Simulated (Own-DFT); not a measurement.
Simulation results for Al₃GaN₄ (wurtzite random alloy, strained, atoms displaced)

A calculation, not a measurement: plane-wave PBE density functional theory by an unreviewed code, no spin, of a simulated periodic cell, stress positive in tension, free energy of the whole cell less one offset for each atom, forces on such cells passed a denser k mesh, this cell's mesh not checked; offsets are fitted by least squares, one for each functional and potential file, so energies compare only between cells with the same atoms and settings and are not formation energies; the far tail of each file's local potential was reset to the Coulomb form; each entry is a single point on an unrelaxed cell, so the pressure reflects the starting lattice, mostly measured values, from which strain is counted, and rises with the displacements; printed positions are rounded, which can move forces by about a meV/angstrom; the program is a retired in-house code; no spin-orbit coupling. Program: Own-DFT development build.

### Al₃GaN₄ (wurtzite random alloy, strained, atoms displaced)

```
Al3GaN4
1.0
      9.3938    -0.0705     0.0000
     -4.7579     8.1705     0.0000
      0.0000     0.0000    10.0655
Al N Al N Ga N Ga Al N Ga Al N Al N Al Ga N Al N Al N Ga Al N Al N Al N Ga Al N Al N Al N Al N Ga Al N Al Ga N
2 2 2 2 2 2 1 1 2 1 1 2 2 2 1 1 2 2 2 2 2 1 1 2 2 2 2 2 1 1 2 2 2 2 2 2 2 1 1 2 1 1 2
Direct
  0.12180 0.22759 0.00221
  0.21550 0.10829 0.24413
  0.10620 0.21281 0.19450
  0.22707 0.10701 0.43741
  0.10705 0.21981 0.50035
  0.22405 0.11344 0.75320
  0.10157 0.21966 0.69101
  0.21397 0.10763 0.93133
  0.11110 0.55751 0.99778
  0.21817 0.44348 0.25130
  0.11083 0.55007 0.18503
  0.22481 0.44410 0.43354
  0.10394 0.54935 0.50452
  0.22629 0.45352 0.74397
  0.11183 0.54336 0.68728
  0.22719 0.45093 0.94065
  0.11661 0.88637 0.00276
  0.22449 0.78281 0.25570
  0.09974 0.87634 0.18667
  0.21240 0.77235 0.45065
  0.11938 0.90113 0.50499
  0.22631 0.77161 0.75340
  0.11300 0.89631 0.68377
  0.22262 0.77852 0.93798
  0.44702 0.22927 0.99304
  0.56240 0.11651 0.23727
  0.45418 0.22518 0.19774
  0.55682 0.10865 0.44582
  0.45199 0.22807 0.50133
  0.56517 0.11642 0.74865
  0.45149 0.22512 0.69231
  0.54626 0.10999 0.93964
  0.45588 0.55942 0.00739
  0.55010 0.44142 0.24781
  0.42977 0.54803 0.19137
  0.55137 0.44222 0.44389
  0.43978 0.56369 0.49887
  0.55366 0.44998 0.75438
  0.44818 0.55765 0.68573
  0.55133 0.44100 0.94025
  0.44842 0.89374 0.00628
  0.55538 0.78401 0.25940
  0.44218 0.88461 0.18346
  0.54828 0.77963 0.44173
  0.44535 0.89352 0.50293
  0.55833 0.77804 0.75164
  0.44891 0.89321 0.69262
  0.55287 0.77389 0.95252
  0.78139 0.22234 0.99427
  0.89606 0.11413 0.24773
  0.77665 0.21272 0.19318
  0.88730 0.11121 0.43975
  0.78141 0.22405 0.49932
  0.88208 0.10338 0.75180
  0.78495 0.22964 0.69137
  0.88541 0.11773 0.93742
  0.77630 0.55314 0.00427
  0.89445 0.44457 0.24285
  0.76869 0.54123 0.19246
  0.89226 0.45372 0.43717
  0.79424 0.55797 0.49457
  0.88162 0.44076 0.74902
  0.77984 0.55863 0.68597
  0.88761 0.43845 0.93584
  0.77662 0.88187 0.99744
  0.87970 0.76821 0.24307
  0.76029 0.87667 0.19723
  0.88977 0.78240 0.43733
  0.77045 0.88981 0.50222
  0.88046 0.76844 0.74580
  0.78163 0.89020 0.69124
  0.89115 0.78082 0.93623
```

```
functional                        : PBE
potential files                   : PseudoDojo norm-conserving, scalar-relativistic, standard set with the stringent files for Ga
wave cutoff                       : 96 hartree
occupations                       : Gaussian
smearing width                    : 0.01 eV
k mesh                            : 4 x 4 x 3 centred on Gamma
free energy of cell above offsets : -22.804 eV
pressure                          : 6.16 GPa
stress xx                         : -6.39 GPa
stress yy                         : -5.43 GPa
stress zz                         : -6.67 GPa
stress yz                         : 0.73 GPa
stress xz                         : 0.66 GPa
stress xy                         : -1.26 GPa
```

Force:
```
element  x (eV/Å)  y (eV/Å)  z (eV/Å)
     Al    -1.539    -0.058    -0.923
     Al     1.791    -0.617     1.481
      N     0.678     0.501    -1.796
      N    -0.851     1.573    -0.377
     Al     1.105    -0.057     0.113
     Al    -0.401    -0.087    -2.213
      N      1.41     0.677     -0.25
      N     0.897     1.306     2.458
     Ga     0.718    -0.345    -0.215
     Ga    -0.407    -0.748    -0.539
      N    -1.276     1.511     1.222
      N    -1.476    -1.318     1.998
     Ga     1.376     0.491    -1.058
     Al     1.172    -2.394     1.544
      N    -2.012     1.891     1.909
      N     1.306    -0.774    -0.601
     Ga    -0.848     0.398    -1.294
     Al    -0.208    -1.001     0.082
      N     0.685     1.077     1.525
      N     1.102      1.71     -1.59
     Al    -0.761      -1.7    -1.161
     Al    -1.158     0.868    -1.363
      N     1.141    -0.749     2.037
      N     1.254     0.308    -0.337
     Al    -0.259    -1.879     1.003
     Ga    -0.717    -1.743     2.411
      N    -3.078    -0.282    -2.524
      N     0.005     0.758    -0.344
     Al    -0.353    -0.704    -0.119
     Al    -1.216    -0.377     0.072
      N    -0.553     0.308     0.391
      N      0.52    -0.009    -0.135
     Al    -2.061     -0.65    -0.313
     Al    -0.661     0.295     1.808
      N     3.219     1.582    -0.131
      N     1.125     1.048    -1.034
     Ga     1.868    -1.473    -0.289
     Al     0.788    -0.787    -1.675
      N    -0.388     0.463     1.921
      N     0.489     1.626      0.16
     Al    -0.161    -0.773    -1.973
     Al    -1.276    -1.607    -1.208
      N    -0.508    -0.183     2.174
      N     0.184     1.584     0.109
     Al    -0.792    -0.479     0.221
     Al    -0.534     0.114     0.456
      N     0.561    -0.604      0.25
      N    -0.845     0.262    -2.352
     Ga    -1.509    -0.358     1.253
     Al    -1.661    -2.096     0.866
      N     2.128     2.301    -0.727
      N     -0.09      0.12    -0.145
     Al    -0.444     0.102    -0.151
     Al     0.491     1.586    -0.207
      N    -0.049    -1.346    -0.637
      N     2.833    -1.459      0.05
     Al     0.526    -0.011    -0.908
     Al    -0.668    -0.775     0.898
      N     0.469     1.132    -0.898
      N     0.495    -2.892    -1.318
     Al    -3.819     1.237     0.453
     Al     0.805     1.024    -0.031
      N     0.155     -2.49    -0.115
      N    -1.729     1.891    -0.046
     Ga    -0.296     1.661     1.081
     Al    -0.524     0.394     1.668
      N     2.577     1.534    -0.664
      N    -0.111    -0.162     0.086
     Al     1.451    -0.274    -0.724
     Ga     1.404     2.164     0.083
      N    -1.822    -0.266    -0.423
      N     0.331    -1.971     1.026
```
